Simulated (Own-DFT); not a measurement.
## Calculated data, Si3N4 (beta silicon nitride, strained, atoms displaced)

A calculation, not a measurement: plane-wave PBE density functional theory by an unreviewed code, no spin, of a simulated periodic cell, stress positive in tension, free energy of the whole cell less one offset for each atom, forces on such cells passed a denser k mesh, this cell's mesh not checked; offsets are fitted by least squares, one for each functional and potential file, so energies compare only between cells with the same atoms and settings and are not formation energies; the far tail of each file's local potential was reset to the Coulomb form; each entry is a single point on an unrelaxed cell, so the pressure reflects the starting lattice, mostly measured values (interpolated for alloys), from which strain is counted, and rises with the displacements; printed positions are rounded, which can move forces by about a meV/angstrom; the program, named Own-DFT, is a retired in-house code; no spin-orbit coupling; before rounding, a Quantum ESPRESSO 7.3.1 run of the same cell and cutoff gave forces within 1 meV/angstrom rms on each cell, which checks the program and not the settings. Program: Own-DFT development build.

Common to all runs: functional PBE; potential files PseudoDojo norm-conserving, scalar-relativistic, standard set; wave cutoff 42 hartree; occupations Fermi-Dirac; smearing width 0.1 eV; k mesh 3 x 3 x 3 centred on Gamma.

(1) Si3N4 (beta silicon nitride, strained, atoms displaced)

```cif
# cell vector a (Å): 7.4576 0.1022 0.0796
# cell vector b (Å): -3.6403 6.6392 -0.0673
# cell vector c (Å): 0.0914 -0.0364 8.6194
data_Si3N4
_symmetry_space_group_name_H-M 'P 1'
_symmetry_Int_Tables_number 1
_cell_length_a 7.4587
_cell_length_b 7.5720
_cell_length_c 8.6200
_cell_angle_alpha 91.013
_cell_angle_beta 88.784
_cell_angle_gamma 117.954
_cell_volume 429.92
loop_
_atom_site_label
_atom_site_type_symbol
_atom_site_fract_x
_atom_site_fract_y
_atom_site_fract_z
_atom_site_occupancy
Si1 Si 0.17068 0.76452 0.07586 1
Si2 Si 0.21585 0.39753 0.08360 1
Si3 Si 0.59931 0.83188 0.08503 1
Si4 Si 0.83027 0.23218 0.24761 1
Si5 Si 0.77599 0.59694 0.25848 1
Si6 Si 0.41698 0.18218 0.24881 1
N1 N 0.34270 0.02800 0.09190 1
N2 N 0.95999 0.28584 0.07592 1
N3 N 0.69838 0.67349 0.07162 1
N4 N 0.67232 0.96329 0.24906 1
N5 N 0.03640 0.69458 0.24111 1
N6 N 0.29988 0.33516 0.24630 1
N7 N 0.33606 0.66789 0.08266 1
N8 N 0.67954 0.33585 0.24756 1
Si7 Si 0.18439 0.78243 0.40530 1
Si8 Si 0.21768 0.40110 0.42637 1
Si9 Si 0.60560 0.82295 0.42089 1
Si10 Si 0.83011 0.23632 0.57661 1
Si11 Si 0.77023 0.60391 0.58261 1
Si12 Si 0.40018 0.17235 0.59736 1
N9 N 0.33524 0.03186 0.41979 1
N10 N 0.98162 0.30364 0.42468 1
N11 N 0.69517 0.66922 0.41867 1
N12 N 0.66667 0.96833 0.57555 1
N13 N 0.03253 0.69873 0.57870 1
N14 N 0.31458 0.34323 0.58577 1
N15 N 0.32105 0.66717 0.42060 1
N16 N 0.67561 0.33777 0.57795 1
Si13 Si 0.17249 0.76575 0.74709 1
Si14 Si 0.23103 0.38752 0.75454 1
Si15 Si 0.58852 0.81317 0.75633 1
Si16 Si 0.82722 0.22759 0.91585 1
Si17 Si 0.77654 0.60342 0.91118 1
Si18 Si 0.39749 0.17634 0.91786 1
N17 N 0.32780 0.03774 0.74382 1
N18 N 0.96433 0.29786 0.73866 1
N19 N 0.68438 0.66827 0.75017 1
N20 N 0.67298 0.96699 0.91030 1
N21 N 0.02548 0.68257 0.91054 1
N22 N 0.29435 0.32352 0.92661 1
N23 N 0.32972 0.65619 0.75558 1
N24 N 0.65382 0.32652 0.92089 1
```

Results for Si3N4 (beta silicon nitride, strained, atoms displaced): free energy of cell above offsets -1.496 eV; pressure 13.59 GPa; stress xx -22.15 GPa; stress yy -1.22 GPa; stress zz -17.41 GPa; stress yz -2.12 GPa; stress xz 4.35 GPa; stress xy 7.14 GPa.

Force:
```tsv
element	x (eV/Å)	y (eV/Å)	z (eV/Å)
Si	1.865	1.544	0.037
Si	1.18	3.182	1.76
Si	-1.514	-1.201	-1.803
Si	1.059	-2.236	1.625
Si	-0.321	-0.838	-3.924
Si	-0.522	-0.321	1.53
N	-1.157	-0.831	-2.834
N	1.313	0.895	1.62
N	1.775	-0.71	3.444
N	0.56	2.408	1.628
N	-2.14	-0.133	1.632
N	0.195	-0.45	1.505
N	-0.208	-1.164	-0.238
N	-2.342	1.204	0.516
Si	-1.072	-0.475	1.502
Si	5.552	4.477	-1.874
Si	-6.188	1.371	-1.787
Si	-1.502	-2.908	1.605
Si	1.539	-2.409	0.758
Si	2.943	3.008	-7.07
N	-0.546	1.939	-0.49
N	-4.3	-2.729	-3.822
N	2.965	-2.105	-0.192
N	0.521	1.1	2.973
N	-1.261	0.713	-0.089
N	0.142	-0.701	-0.554
N	4.555	-1.059	-0.028
N	-3.102	0.68	0.441
Si	1.268	0.14	-1.522
Si	-3.073	2.936	0.183
Si	-4.727	3.774	-2.307
Si	-2.909	-1.071	-3.126
Si	-1.866	-3.512	0.114
Si	3.596	-2.095	1.43
N	-0.576	-4.52	5.494
N	2.328	0.275	3.178
N	5.67	-3.238	-0.325
N	-0.066	1.183	1.707
N	0.567	1.485	0.293
N	-1.462	0.408	-2.301
N	-0.21	0.184	-0.057
N	1.472	1.798	-0.633
```

(2) Si3N4 (beta silicon nitride, strained, atoms displaced)

```cif
# cell vector a (Å): 7.6550 -0.0199 -0.1160
# cell vector b (Å): -3.8447 6.4838 0.0506
# cell vector c (Å): -0.1331 -0.0098 8.7810
data_Si3N4
_symmetry_space_group_name_H-M 'P 1'
_symmetry_Int_Tables_number 1
_cell_length_a 7.6559
_cell_length_b 7.5382
_cell_length_c 8.7820
_cell_angle_alpha 89.228
_cell_angle_beta 91.736
_cell_angle_gamma 120.818
_cell_volume 435.06
loop_
_atom_site_label
_atom_site_type_symbol
_atom_site_fract_x
_atom_site_fract_y
_atom_site_fract_z
_atom_site_occupancy
Si1 Si 0.16503 0.75558 0.08324 1
Si2 Si 0.22596 0.40109 0.08906 1
Si3 Si 0.57570 0.81207 0.08652 1
Si4 Si 0.83292 0.22808 0.25710 1
Si5 Si 0.76407 0.59541 0.25753 1
Si6 Si 0.42677 0.19767 0.25002 1
N1 N 0.33907 0.03035 0.07672 1
N2 N 0.96797 0.29666 0.08583 1
N3 N 0.69642 0.65511 0.07563 1
N4 N 0.66786 0.96589 0.26208 1
N5 N 0.01320 0.69565 0.25381 1
N6 N 0.29705 0.33269 0.24515 1
N7 N 0.33801 0.68245 0.07903 1
N8 N 0.66467 0.34249 0.24528 1
Si7 Si 0.17167 0.75769 0.40614 1
Si8 Si 0.23639 0.39931 0.42016 1
Si9 Si 0.58731 0.81832 0.41895 1
Si10 Si 0.82257 0.21336 0.58495 1
Si11 Si 0.76048 0.59681 0.58055 1
Si12 Si 0.40445 0.16489 0.57874 1
N9 N 0.34591 0.04805 0.41412 1
N10 N 0.96282 0.30063 0.40161 1
N11 N 0.69599 0.66251 0.40947 1
N12 N 0.66993 0.96085 0.58747 1
N13 N 0.04159 0.70302 0.59328 1
N14 N 0.30312 0.34656 0.57994 1
N15 N 0.33574 0.66391 0.41675 1
N16 N 0.66777 0.33577 0.58955 1
Si13 Si 0.17488 0.76398 0.75753 1
Si14 Si 0.23386 0.40898 0.74503 1
Si15 Si 0.60887 0.83218 0.75555 1
Si16 Si 0.82708 0.23236 0.92203 1
Si17 Si 0.77457 0.60296 0.90408 1
Si18 Si 0.39382 0.16213 0.92586 1
N17 N 0.33677 0.02776 0.74636 1
N18 N 0.97539 0.29853 0.74327 1
N19 N 0.69490 0.65899 0.74947 1
N20 N 0.66163 0.96483 0.90680 1
N21 N 0.02715 0.70186 0.91783 1
N22 N 0.30381 0.32573 0.91915 1
N23 N 0.32347 0.66617 0.75219 1
N24 N 0.65714 0.32787 0.91459 1
```

Results for Si3N4 (beta silicon nitride, strained, atoms displaced): free energy of cell above offsets -0.426 eV; pressure 11.58 GPa; stress xx -9.29 GPa; stress yy -13.25 GPa; stress zz -12.2 GPa; stress yz -1.47 GPa; stress xz -8.89 GPa; stress xy -4.13 GPa.

Force:
```tsv
element	x (eV/Å)	y (eV/Å)	z (eV/Å)
Si	-1.352	2.451	1.022
Si	0.576	1.042	-3.897
Si	6.201	3.591	-0.842
Si	-5.404	-1.551	-6.88
Si	-0.423	-0.151	-4.509
Si	-3.214	-4.374	-1.106
N	-0.625	-2.811	5.691
N	-0.019	0.146	0.872
N	-2.251	2.291	1.206
N	-0.111	-0.188	-2.783
N	3.516	1.444	-1.783
N	1.225	-0.617	2.904
N	-3.407	-5.806	0.647
N	5.088	-0.264	0.346
Si	-0.245	1.94	4.144
Si	-3.088	0.718	-3.615
Si	1.065	0.527	0.374
Si	-1.606	4.273	-1.192
Si	3.625	-0.8	0.699
Si	-0.087	2.429	3.115
N	-0.52	-3.656	-2.345
N	4.843	2.211	8.788
N	-2.162	1.52	2.843
N	0.241	-1.286	-1.332
N	-2.884	-0.91	-4.04
N	3.276	-2.776	2.341
N	-1.559	-0.601	-0.6
N	0.889	-1.19	-0.798
Si	-0.463	1.424	-0.694
Si	0.412	-0.294	1.955
Si	-2.373	-3.751	-2.294
Si	-2.117	0.071	-2.817
Si	0.076	-3.89	4.49
Si	1.676	2.881	-5.444
N	-0.936	0.367	1.229
N	-0.773	-0.871	1.966
N	-2.16	2.11	-2.887
N	0.667	2.027	5.167
N	0.87	0.092	-0.408
N	-2.846	1.228	0.064
N	4.216	0.167	0.214
N	2.162	0.834	0.188
```
